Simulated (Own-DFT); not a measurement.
Simulation results for Hf36O71 (tetragonal hafnia with one neutral oxygen vacancy, atoms displaced)

Computed with Own-DFT development build. A calculation, not a measurement: plane-wave PBE and HSE06 DFT by an unreviewed code, no spin, of a simulated cell at Gamma alone, so results move with cell size and shape, stress positive in tension, energies less offsets, not probed for a lower state with spin; hafnium file: forces about 75 meV/angstrom off all-electron values; oxygen file: force components 24 meV/angstrom off all-electron in a glass; k mesh not checked against a denser one; forces and stress are PBE's, HSE06 gives the energy alone, and its difference from PBE has offsets of its own; offsets are fitted by least squares, one for each functional and potential file, so energies compare only between cells with the same atoms and settings and are not formation energies; the far tail of each file's local potential was reset to the Coulomb form; each entry is a single point on an unrelaxed cell, so the pressure reflects the starting lattice, taken from the Materials Project, from which strain is counted, and rises with the displacements; printed positions are rounded, which can move forces by about a meV/angstrom; the program is a retired in-house code; no spin-orbit coupling.

## Hf36O71 (tetragonal hafnia with one neutral oxygen vacancy, atoms displaced)

```
Hf36O71
1.0
     10.7800     0.0000     0.0000
      0.0000    10.7800     0.0000
      0.0000     0.0000    10.4493
Hf O Hf O Hf O Hf O Hf O Hf O Hf O Hf O Hf O Hf O Hf O Hf O Hf O Hf O Hf O Hf O Hf O Hf O
2 4 2 4 2 4 2 4 2 4 2 4 2 4 2 3 2 4 2 4 2 4 2 4 2 4 2 4 2 4 2 4 2 4 2 4
Direct
  0.00345 0.99965 0.01330
  0.16224 0.15679 0.24969
  0.00350 0.17946 0.15739
  0.15960 0.00828 0.34490
  0.00481 0.18098 0.38860
  0.17526 0.00772 0.09129
  0.99818 0.00512 0.48253
  0.17327 0.17316 0.75796
  0.00315 0.17024 0.65079
  0.16794 0.99721 0.84464
  0.00567 0.16214 0.89981
  0.17279 0.00095 0.58638
  0.00686 0.32988 0.99972
  0.15519 0.50544 0.24369
  0.99922 0.50609 0.16949
  0.16455 0.34151 0.34134
  0.02194 0.47880 0.40994
  0.16604 0.34029 0.11179
  0.00504 0.32687 0.50193
  0.16229 0.49100 0.74002
  0.99509 0.49844 0.65598
  0.16620 0.32802 0.83742
  0.00373 0.49688 0.88578
  0.15903 0.32778 0.60617
  0.00368 0.66171 0.99818
  0.16764 0.82578 0.25559
  0.99981 0.82404 0.14879
  0.18332 0.66564 0.33350
  0.01355 0.83877 0.40157
  0.17919 0.66772 0.10886
  0.99172 0.66388 0.49930
  0.16707 0.82246 0.75825
  0.99326 0.82576 0.65731
  0.17153 0.66883 0.83784
  0.00440 0.83628 0.90103
  0.16549 0.65506 0.58773
  0.33059 0.00375 0.00253
  0.51108 0.16623 0.25024
  0.32376 0.15926 0.14340
  0.50246 0.99446 0.34010
  0.33385 0.17064 0.40698
  0.50168 0.99263 0.08200
  0.33540 0.98627 0.48868
  0.49374 0.17401 0.75528
  0.32144 0.16123 0.65577
  0.32652 0.16123 0.91061
  0.49922 0.98533 0.60534
  0.32517 0.33794 0.01547
  0.49637 0.50473 0.23186
  0.32586 0.49799 0.15491
  0.49488 0.32831 0.33864
  0.34363 0.48604 0.41041
  0.48923 0.34144 0.09958
  0.33034 0.33519 0.49869
  0.50531 0.49787 0.75747
  0.34273 0.50890 0.64642
  0.49739 0.31783 0.83318
  0.34281 0.49741 0.89662
  0.50252 0.33691 0.61265
  0.32794 0.66104 0.99920
  0.50115 0.82853 0.24805
  0.33457 0.82878 0.16690
  0.48607 0.67639 0.35021
  0.32876 0.85079 0.40826
  0.50200 0.66410 0.09405
  0.34244 0.67254 0.50211
  0.50094 0.82840 0.74865
  0.32668 0.83066 0.66238
  0.49761 0.66398 0.84042
  0.32571 0.84629 0.90619
  0.50476 0.66674 0.58753
  0.65153 0.01273 0.01254
  0.84555 0.16076 0.24768
  0.66457 0.17582 0.14809
  0.82534 0.99444 0.35055
  0.67216 0.16506 0.40842
  0.85145 0.01570 0.09316
  0.67110 0.01438 0.50776
  0.81835 0.16690 0.74887
  0.67132 0.16091 0.64600
  0.84144 0.99006 0.84621
  0.65484 0.17908 0.90788
  0.82637 0.99504 0.59077
  0.66949 0.33413 0.00248
  0.83644 0.50247 0.25408
  0.67141 0.49904 0.14339
  0.83405 0.33047 0.34359
  0.67270 0.49503 0.39665
  0.81731 0.32876 0.09426
  0.65331 0.32642 0.50250
  0.83465 0.49789 0.75761
  0.65946 0.49811 0.64710
  0.84679 0.34320 0.85269
  0.66110 0.48590 0.90662
  0.81726 0.34248 0.58961
  0.67201 0.67945 0.98501
  0.82730 0.83212 0.25470
  0.67280 0.84588 0.15603
  0.83491 0.65651 0.33826
  0.66943 0.83227 0.39864
  0.83348 0.66356 0.09799
  0.67647 0.64288 0.49385
  0.83912 0.84429 0.73834
  0.67027 0.83138 0.64994
  0.82724 0.65931 0.85315
  0.65825 0.84091 0.91422
  0.82327 0.66447 0.59736
```

It was run with first functional PBE, second functional HSE06, exact exchange share 0.25, screening 0.11 1/bohr, exchange divergence Gygi-Baldereschi, potential files PseudoDojo norm-conserving, scalar-relativistic, made for PBE, standard set, wave cutoff 48 hartree, occupations fixed and k mesh 1 x 1 x 1 centred on Gamma.

Results for Hf36O71 (tetragonal hafnia with one neutral oxygen vacancy, atoms displaced): PBE energy of cell above offsets -84.551 eV; HSE06 less PBE above offsets 0.651 eV; PBE pressure 8.01 GPa; PBE stress xx -6.58 GPa; PBE stress yy -9.46 GPa; PBE stress zz -8 GPa; PBE stress yz -1.33 GPa; PBE stress xz 0.54 GPa; PBE stress xy -0.03 GPa.

Force:
```tsv
element	x (eV/Å)	y (eV/Å)	z (eV/Å)
Hf	2.64	-0.964	-4.735
Hf	2.961	3.757	0.094
O	-0.013	0.028	-1.991
O	-0.378	-2.612	0.25
O	-0.943	-3.375	0.377
O	-3.192	-0.715	2.378
Hf	2.337	1.105	3.113
Hf	-1.612	-5.354	-1.965
O	-2.355	-0.484	-0.165
O	-0.189	0.115	-0.082
O	-0.391	1.36	1.93
O	-2.346	-0.763	-0.866
Hf	-1.742	-1.517	-1.146
Hf	3.683	-2.262	3.449
O	-1.979	0.191	-3.89
O	1.148	-2.211	0.696
O	-1.622	5.674	-0.547
O	-1.09	0.268	-2.323
Hf	-1.762	-0.525	1.151
Hf	1.344	1.078	-0.938
O	-0.261	0.498	-1.022
O	0.009	3.639	3.792
O	1.042	0.784	2.826
O	1.877	1.477	-0.563
Hf	-1.212	2.187	-0.121
Hf	-0.407	1.446	-1.296
O	0.463	0.379	0.754
O	-0.282	-0.054	2.554
O	-0.869	-2.08	0.045
O	-2.529	-0.195	-2.365
Hf	1.514	-0.552	1.375
Hf	-0.735	5.432	-1.767
O	2.508	-0.733	-2.225
O	0.142	-4.085	2.822
O	-0.038	-2.012	1.206
O	-1.065	0.372	-0.348
Hf	0.269	0.034	-1.496
Hf	-3.011	0.153	0.74
O	2.26	1.061	1.607
O	0.028	1.259	-0.136
O	0.07	-1.112	-0.811
O	-3.487	-0.017	2.847
Hf	0.496	10.96	7.308
Hf	-1.352	-6.138	-2.82
O	3.118	1.055	0.271
O	0.675	2.326	-1.229
O	0.096	0.707	-0.885
Hf	0.704	-1.295	-1.345
Hf	0.817	-0.638	1.602
O	0.812	0.473	-1.217
O	1.353	0.516	0.741
O	0.364	3.581	-1.482
O	1.151	-0.163	-0.441
Hf	-0.316	-1.656	0.841
Hf	-1.011	-1.002	-1.497
O	-1.372	-0.418	1.228
O	-0.54	6.044	4.028
O	-0.938	-0.361	1.342
O	-0.943	-1.198	-2.044
Hf	1.788	1.229	-0.887
Hf	1.414	0.653	0.341
O	-0.259	0.427	-0.908
O	-0.006	-1.798	-0.778
O	-0.91	-9.935	-4.99
O	-0.253	0.101	-0.12
Hf	-0.525	-2.188	0.241
Hf	0.877	2.22	-1.02
O	1.361	-1.144	-1.277
O	0.516	0.67	1.068
O	0.96	-3.434	0.223
O	0.524	0.5	0.601
Hf	4.87	-0.536	-3.663
Hf	-1.98	2.069	0.385
O	0.319	-1.466	0.795
O	1.526	1.441	-0.503
O	-0.767	0.922	-2.014
O	-4.069	0.193	2.544
Hf	-3.446	-4.811	-0.626
Hf	4.161	-0.175	1.351
O	-2.116	0.362	0.398
O	-0.786	3.033	-0.143
O	1.281	-2.265	-1.913
O	3.359	0.351	1.228
Hf	-2.18	0.886	0.964
Hf	-3.108	-4.234	-1.853
O	-0.767	0.326	1.576
O	0.123	-0.065	-0.69
O	-0.692	-1.614	-1.09
O	5.467	-0.11	1.027
Hf	0.877	1.811	-0.539
Hf	-1.078	0.118	-1.924
O	1.112	0.737	0.593
O	-0.752	-2.854	-0.229
O	-0.458	2.806	-2.186
O	1.65	-0.768	0.948
Hf	0.194	-2.598	1.691
Hf	-0.218	-0.573	-0.396
O	-0.323	-0.293	-0.866
O	1.062	2.884	2.843
O	0.678	-1.168	0.2
O	0.395	0.334	-0.754
Hf	-3.006	4.08	1.371
Hf	-2.771	-1.263	1.48
O	-0.428	0.033	1.405
O	0.111	1.312	-0.137
O	-0.505	0.787	-1.105
O	2.879	-0.467	-0.264
```
